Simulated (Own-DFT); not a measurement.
# One host, several defects: zincblende GaAs

The numbers are computed, not measured, by runs of the plane-wave DFT program Own-DFT (in-house, retired, unreviewed) at fixed positions, with no spin and no spin-orbit coupling.

Settings: PBE; PseudoDojo norm-conserving scalar-relativistic files; cutoff 42 hartree; 3 x 3 x 3 k mesh centred on Gamma; Fermi-Dirac smearing of 0.1 eV.

Caveats (not all hold for every row): not probed for a lower state with spin; forces not confirmed at this smearing and k mesh; stress not checked against mesh or cutoff.

All runs share one cell, with vectors in Å (10.862, 0.000, 0.000); (0.000, 10.862, 0.000); (0.000, 0.000, 11.796) and a volume of 1391.7 Å³, strained against the parent crystal. The atoms are randomly displaced, by u rms on each axis. The defect's site can differ from row to row.

```
cell,formula,u (Å),P (GPa)
no defect,As32Ga32,0.0303,6.68
no defect,As32Ga32,0.0491,6.97
no defect,As32Ga32,0.0523,7.04
one P on an As site,As31Ga32P,0.0266,?
one P on an As site,As31Ga32P,0.0304,6.37
one P on an As site,As31Ga32P,0.0465,6.70
one P on an As site,As31Ga32P,0.0516,6.85
one Al on a Ga site,AlAs32Ga31,0.0285,6.66
one Al on a Ga site,AlAs32Ga31,0.0316,6.71
one Al on a Ga site,AlAs32Ga31,0.0494,7.05
one As vacancy and one Ga vacancy,As31Ga31,0.0286,5.97
one As vacancy and one Ga vacancy,As31Ga31,0.0294,5.93
one As vacancy and one Ga vacancy,As31Ga31,0.0476,6.25
one In on a Ga site,As32Ga31In,0.0266,7.36
one In on a Ga site,As32Ga31In,0.0291,7.37
one In on a Ga site,As32Ga31In,0.0305,7.47
```

## Working it out

P = P0 + c u² + a shift for each defect gives P0 = 6.44 GPa, c = 230 ± 13 GPa/Å² and a scatter of 0.03 GPa. The shifts, and each times the cell's volume:

- one In on a Ga site: 0.77 ± 0.03 GPa, 6.7 eV
- one Al on a Ga site: 0.04 ± 0.03 GPa, 0.4 eV (not resolved)
- one P on an As site: -0.24 ± 0.03 GPa, -2.0 eV
- one As vacancy and one Ga vacancy: -0.69 ± 0.03 GPa, -6.0 eV

Against the defect-free cell, a freed cell would be larger where the shift is positive and smaller where it is negative (160.2 GPa Å³ is 1 eV). The atoms around the defects weren't relaxed, which would change these numbers.

## Check

Asked: what pressure belongs in the blank (one P on an As site, u = 0.0266 Å)?

The fit gives 6.36 ± 0.04 GPa. DFT gave 6.34 GPa.
